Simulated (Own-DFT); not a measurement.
# Biaxial strain at fixed height in wurtzite AlGaN with randomly placed atoms, 96 atoms (Al12Ga36N48)

The numbers are computed, not measured, by runs of the plane-wave DFT program Own-DFT (in-house, retired, unreviewed) at fixed positions, with no spin and no spin-orbit coupling.

Common settings: PBE; PseudoDojo norm-conserving scalar-relativistic files (stringent for Ga); cutoff 96 hartree; 3 x 4 x 3 k mesh centred on Gamma; Gaussian smearing of 0.01 eV.

Known weak points: k mesh not checked against a denser one; stress not checked against mesh or cutoff.

Unstrained cell vectors in Å: (12.679, 0.000, 0.000); (-4.755, 8.235, 0.000); (0.000, 0.000, 10.268). The unstrained cell has measured lattice constants (interpolated for alloys), not those of this functional. That, the random moves and any unrelaxed bonds set the pressure at no strain. Each run strains x and y alike by e, as a substrate would, and holds the height along z. All atoms carry random offsets, Gaussian with a width of 0.05 Å per axis. The random placing of the alloy's atoms differs from row to row. Stress is positive in tension.

| e (%) | u (Å) | (s_xx + s_yy)/2 (GPa) | s_zz (GPa) |
|---|---|---|---|
| -3.00 | 0.048 | -26.15 | -12.12 |
| -2.50 | 0.049 | ? | ? |
| -2.25 | 0.048 | -21.19 | -10.48 |
| -1.75 | 0.051 | -16.91 | -11.58 |
| -1.00 | 0.046 | -11.33 | -9.40 |
| -0.50 | 0.051 | -10.45 | -7.78 |
| -0.25 | 0.050 | -7.75 | -7.37 |
| 1.00 | 0.052 | -2.43 | -4.82 |
| 1.25 | 0.052 | -0.33 | -5.89 |
| 2.50 | 0.048 | 5.46 | -4.61 |

## Fit

With e as a fraction, the in-plane stress is -6.7 + 550 e - 3083 e² GPa (errors 17 and 953, scatter 0.79), and s_zz is -7.6 + 152 e GPa (slope ± 17, scatter 0.85). At e = 0 the first slope is C11 + C12 and the second 2 C13, both with the ions held to the strained lattice and at the cell's own pressure. The term in e² is negative: the layer stiffens under compression and softens under tension. A free layer would change its height as e changes, and the in-plane slope would drop by 2 C13²/C33 to the biaxial modulus. At fixed height, a misfit of 1 % moves the in-plane stress by about 5.5 GPa and s_zz by 1.5 GPa.

## Withheld run

The question: what are the two stresses at e = -2.50 %?

Estimate: -22.4 and -11.4 GPa. DFT gave -23.04 and -11.16 GPa.
